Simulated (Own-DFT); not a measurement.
# Point defects and the pressure they add: zincblende GaAs

The numbers are computed, not measured, by runs of the plane-wave DFT program Own-DFT (in-house, retired, unreviewed) at fixed positions, with no spin and no spin-orbit coupling.

Settings: PBE; PseudoDojo norm-conserving scalar-relativistic files; cutoff 42 hartree; 3 x 3 x 3 k mesh centred on Gamma; Fermi-Dirac smearing of 0.1 eV.

Known weak points (not all hold for every row): not probed for a lower state with spin; forces on such cells failed a check on a denser k mesh; forces not confirmed at this smearing and k mesh; forces on such cells passed a denser k mesh, each cell not checked; stress not checked against mesh or cutoff.

All runs share one cell, with vectors in Å (11.307, 0.000, 0.000); (0.000, 11.307, 0.000); (0.000, 0.000, 11.307) and a volume of 1445.4 Å³. u is the rms random offset of the atoms per axis. The defect's site can differ from row to row.

| cell | formula | u (Å) | P (GPa) |
|---|---|---|---|
| no defect | As32Ga32 | 0.0198 | 3.53 |
| no defect | As32Ga32 | 0.0494 | 3.92 |
| no defect | As32Ga32 | 0.0495 | 3.99 |
| one As on a Ga site | As33Ga31 | 0.0303 | 4.22 |
| one As on a Ga site | As33Ga31 | 0.0319 | 4.26 |
| one As on a Ga site | As33Ga31 | 0.0519 | 4.70 |
| one P on an As site | As31Ga32P | 0.0286 | 3.37 |
| one P on an As site | As31Ga32P | 0.0302 | 3.36 |
| one P on an As site | As31Ga32P | 0.0317 | 3.31 |
| two Ga vacancies | As32Ga30 | 0.0278 | 2.91 |
| two Ga vacancies | As32Ga30 | 0.0285 | 3.04 |
| two Ga vacancies | As32Ga30 | 0.0317 | 2.83 |
| one Al on a Ga site | AlAs32Ga31 | 0.0472 | 3.92 |
| one Al on a Ga site | AlAs32Ga31 | 0.0493 | 3.93 |
| one Al on a Ga site | AlAs32Ga31 | 0.0508 | 3.97 |
| one Al on a Ga site | AlAs32Ga31 | 0.0534 | ? |

## Analysis

P = P0 + c u² + a shift for each defect gives P0 = 3.42 GPa, c = 224 ± 32 GPa/Å² and a scatter of 0.07 GPa. The shifts, and each times the cell's volume:

- one As on a Ga site: 0.63 ± 0.06 GPa, 5.7 eV
- one Al on a Ga site: -0.02 ± 0.06 GPa, -0.2 eV (not resolved)
- one P on an As site: -0.28 ± 0.06 GPa, -2.5 eV
- two Ga vacancies: -0.69 ± 0.06 GPa, -6.2 eV (-3.1 eV for each of its 2 sites)

Against the defect-free cell, a freed cell would be larger where the shift is positive and smaller where it is negative (160.2 GPa Å³ is 1 eV). The atoms around the defects weren't relaxed, which would change these numbers.

## Prediction

Question: what pressure belongs in the blank (one Al on a Ga site, u = 0.0534 Å)?

From the fit: 4.04 ± 0.08 GPa. The run itself gave 4.01 GPa.
